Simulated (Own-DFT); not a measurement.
Simulation results for Si₂₄O₄₇ (quartz with one vacancy, atoms displaced)

Computed with Own-DFT development build. A calculation, not a measurement: plane-wave PBE density functional theory by an unreviewed code, no spin, of a simulated periodic cell, stress positive in tension, free energy of the whole cell less one offset for each atom, defect cell not probed for a lower state with spin; oxygen file: force components 24 meV/angstrom off all-electron in one glass; forces on such cells passed a denser k mesh, this cell's mesh not checked; offsets are fitted by least squares, one for each functional and potential file, so energies compare only between cells with the same atoms and settings and are not formation energies; the far tail of each file's local potential was reset to the Coulomb form; each entry is a single point on an unrelaxed cell, so the pressure reflects the starting lattice, mostly measured values (interpolated for alloys), from which strain is counted, and rises with the displacements; printed positions are rounded, which can move forces by about a meV/angstrom; the program, named Own-DFT, is a retired in-house code; no spin-orbit coupling; before rounding, a Quantum ESPRESSO 7.3.1 run of the same cell and cutoff gave forces within 1 meV/angstrom rms on each cell, which checks the program and not the settings.

## Si₂₄O₄₇ (quartz with one vacancy, atoms displaced)

```xyz
71
Lattice="9.8268 0.0000 0.0000 -4.9134 8.5103 0.0000 0.0000 0.0000 10.8104" Properties=species:S:1:pos:R:3 Si24O47
Si     2.2817     0.0300     0.0432
Si    -1.1578     2.0120     3.5627
Si     1.3217     2.2439     1.7960
O      1.3722     1.1606     0.5759
O      2.7543     2.5051     2.4628
O      3.2633     0.6515     4.2860
O     -1.1423     3.1364     4.7464
O      0.2487     1.7630     2.9891
O      0.7642     3.5861     1.1517
Si    -2.5772     8.4854     5.4067
Si     8.6348     2.0063     9.0470
Si     1.2785     2.2417     7.1490
O      1.3915     1.0996     6.0823
O      2.7641     2.4561     7.8943
O      3.3011     0.6190     9.6626
O     -1.0648     3.1510    10.1626
O      0.2768     1.7289     8.4122
O      0.7608     3.5900     6.5821
Si    -0.1629     4.2223     0.0017
Si    -3.5993     6.2641     3.6171
Si    -1.1501     6.4933     1.7881
O     -1.1192     5.3639     0.6349
O      0.2913     6.7582     2.4327
O      0.7373     4.9119     4.2762
O     -3.4971     7.3958     4.8188
O     -2.1699     6.0219     2.9647
O     -1.6661     7.9041     1.1468
Si    -0.1261     4.2456     5.4374
Si    -3.5480     6.2018     8.9800
Si    -1.1718     6.5053     7.1963
O     -1.1005     5.3334     6.0534
O      0.3727     6.7770     7.8552
O      0.8159     4.8713     9.6258
O     -3.6009     7.4018    10.2092
O     -2.1314     6.0404     8.3052
Si     2.3750     8.4235     0.0097
Si     3.7282     2.0590     3.5643
Si     6.2637     2.2206     1.8238
O      6.2842     1.1088     0.6499
O      7.6518     2.5229     2.4668
O      8.1687     0.6150     4.2529
O      3.8311     3.1318     4.6990
O      5.2157     1.7902     2.9801
O      5.6972     3.6624     1.1365
Si     7.1843     0.0232     5.4252
Si     3.7454     2.0511     9.0209
Si     6.2243     2.2458     7.1805
O      6.2809     1.1292     6.0503
O      7.6779     2.4680     7.8026
O      8.1594     0.6111     9.6228
O      3.8037     3.1197    10.1713
O      5.2467     1.7551     8.3538
O      5.6803     3.6145     6.6058
Si     4.7675     4.2323    10.7866
Si     1.2982     6.2637     3.6202
Si     3.7616     6.5211     1.8349
O      3.8265     5.3779     0.6522
O      5.2298     6.7974     2.5212
O      5.7745     4.8611     4.2496
O      1.3791     7.3716     4.7953
O      2.7398     6.0182     2.9269
O      3.2745     7.9342     1.1253
Si     4.7920     4.2412     5.3876
Si     1.2581     6.2213     8.9959
Si     3.7928     6.4727     7.2361
O      3.8182     5.3570     6.0339
O      5.2100     6.7289     7.8593
O      5.6533     4.8222     9.6476
O      1.3634     7.3556    10.1837
O      2.7581     6.0904     8.4294
O      3.2326     7.8809     6.5910
```

It was run with functional PBE, potential files PseudoDojo norm-conserving, scalar-relativistic, standard set, wave cutoff 72 hartree, occupations Fermi-Dirac, smearing width 0.1 eV and k mesh 3 x 3 x 2 centred on Gamma.

The calculation gives: free energy of cell above offsets -23.454 eV; pressure 7.03 GPa; stress xx -7.73 GPa; stress yy -6.36 GPa; stress zz -7 GPa; stress yz -0.34 GPa; stress xz -1.23 GPa; stress xy 0.32 GPa.

Force:
```tsv
element	x (eV/Å)	y (eV/Å)	z (eV/Å)
Si	2.243	-1.8	-3.312
Si	-1.856	-0.227	3.256
Si	-1.445	-0.815	0.429
O	-1.571	2.235	1.986
O	-1.926	0.809	-2.299
O	0.379	0.551	-0.877
O	0.863	0.366	0.324
O	4.036	-0.261	-2.352
O	0.109	0.851	0.138
Si	2.867	-0.154	2.892
Si	0.716	-0.269	-2.027
Si	0.867	-1.576	4.862
O	-0.181	-0.616	-0.962
O	-2.727	0.989	-2.836
O	-0.86	-0.4	0.813
O	-1.875	-1.454	-0.606
O	1.103	0.657	-1.3
O	0.146	1.625	-0.41
Si	1.847	2.31	-0.118
Si	0.653	0.292	1.577
Si	-0.782	0.735	0.082
O	0.115	-0.039	-0.148
O	0.748	-0.057	0.395
O	0.92	-0.283	-0.627
O	-2.071	-2.626	-1.898
O	1.056	-0.092	-0.507
O	0.416	-0.565	0.991
Si	-1.939	-1.068	-1.369
Si	-2.789	1.42	2.44
Si	2.403	3.479	-3.976
O	-0.449	0.88	0.965
O	-3.493	0.448	-2.787
O	-1.563	-2.564	1.774
O	0.379	-1.738	-1.5
O	-1.215	-1.533	2.681
Si	-3.699	3.127	-3.071
Si	2.546	-3.008	1.692
Si	-2.836	1.001	-2.061
O	0.844	-0.602	-0.183
O	0.988	0.701	-0.461
O	-0.333	0.076	-0.132
O	0.051	1.633	1.591
O	-0.063	-0.185	-0.04
O	1.161	-1.729	1.39
Si	2.799	-1.219	-0.153
Si	2.284	-3.065	0.04
Si	-0.171	-0.397	1.377
O	-1.214	0.672	-0.282
O	0.953	0.443	0.716
O	-0.559	-0.94	0.977
O	-0.438	0.711	0.948
O	-1.31	0.104	0.952
O	-0.581	1.464	-1.24
Si	-1.119	0.257	1.859
Si	-0.39	0.581	-0.201
Si	1.404	0.157	-1.812
O	-0.093	0.809	0.595
O	-1.862	0.472	-1.497
O	-0.503	-0.5	0.465
O	-0.702	-0.674	-0.636
O	-0.738	-0.387	1.113
O	2.947	-2.356	3.684
Si	0.14	-0.029	0.329
Si	2.719	1.911	1.586
Si	-2.413	0.884	-0.92
O	-0.079	0.324	0.319
O	2.068	-0.095	0.641
O	2.299	1.881	-2.51
O	-0.236	-0.547	0.071
O	0.977	-0.806	-0.518
O	0.034	-0.178	-0.319
```
